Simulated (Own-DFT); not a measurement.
# Reading a pressure off an energy slope: monoclinic HfO2, 94 atoms (Hf32O62), with two O vacancies

All values are computed. Each geometry was run twice at fixed positions with Own-DFT, a retired in-house plane-wave program that no person has reviewed: with PBE, and with HSE06 (exact exchange share 0.25 at short range, screening 0.11 per bohr, Gygi-Baldereschi treatment of its divergence). Both used PseudoDojo norm-conserving files made for PBE, a cutoff of 48 hartree, the Gamma point alone, fixed occupations, a neutral cell and no spin. With Gamma alone and a thickness of 10.1 Å, finite-size errors remain in every number. The hafnium file keeps the 4f electrons in the core, and its forces lie about 75 meV/Å off all-electron values. The oxygen file's force components were 24 meV/Å off all-electron values in a glass.

Unstrained cell vectors in Å: (10.234, 0.000, 0.000); (0.000, 10.350, 0.000); (-1.695, 0.000, 10.445), volume V0 = 1106.4 Å³, from measured lattice constants. Each geometry has its own random strain of a few per cent, its own defect sites and random moves of rms u per axis. HSE06 gave the energy alone. D is its energy less that of PBE, over the lowest D shown. The PBE stress wasn't checked against mesh or cutoff.

```
run  V - V0 (Å³)   u (Å)  P with PBE (GPa)  D (eV)
  1        -29.2  0.0492             12.30   0.431
  2         41.1  0.0496             -3.25   2.168
  3         23.2  0.0311             -0.33   1.471
  4        -11.7  0.0481              7.27   0.922
  5         10.0  0.0298              1.91   1.124
  6        -38.6  0.0305             13.22   0.000
  7          3.9  0.0290              2.98   1.024
  8         18.7  0.0280              0.79   1.356
  9        -25.8  0.0476              9.84   0.559
 10        -11.5  0.0304              5.86   0.690
 11         33.9  0.0290             -3.20   1.776
 12         11.3  0.0311              0.99   1.290
 13        -12.7  0.0309              6.64       ?
```

## Working it out

D = 0.80 + 0.0241 (V - V0) + 160 u² eV, with an error of 0.0005 on the volume slope, 17 on the last term and a scatter of 0.04 eV. Pressure is -dE/dV, and 1 eV/Å³ is 160.2 GPa, so HSE06 changes the pressure by -3.9 ± 0.1 GPa. With the ions held to the strained lattice, the PBE pressure falls by 236 ± 9 GPa per unit of volume strain; the shape of the strain isn't fitted, so the true error is larger, and a relaxed crystal would be softer. On that slope HSE06's volume at a given pressure is about 1.6 % smaller, or 0.5 % in lengths. At u = 0 and V0 the PBE pressure is 3.5 GPa, which puts the zero-pressure volume, against the measured cell and with the defects in, at +1.5 % for PBE and -0.2 % for HSE06, each good to a few tenths of a per cent.

## Withheld run

Question: what D should run 13 give?

The fit gives 0.64 eV, with rows scattering by 0.04. Computed: 0.689 eV.
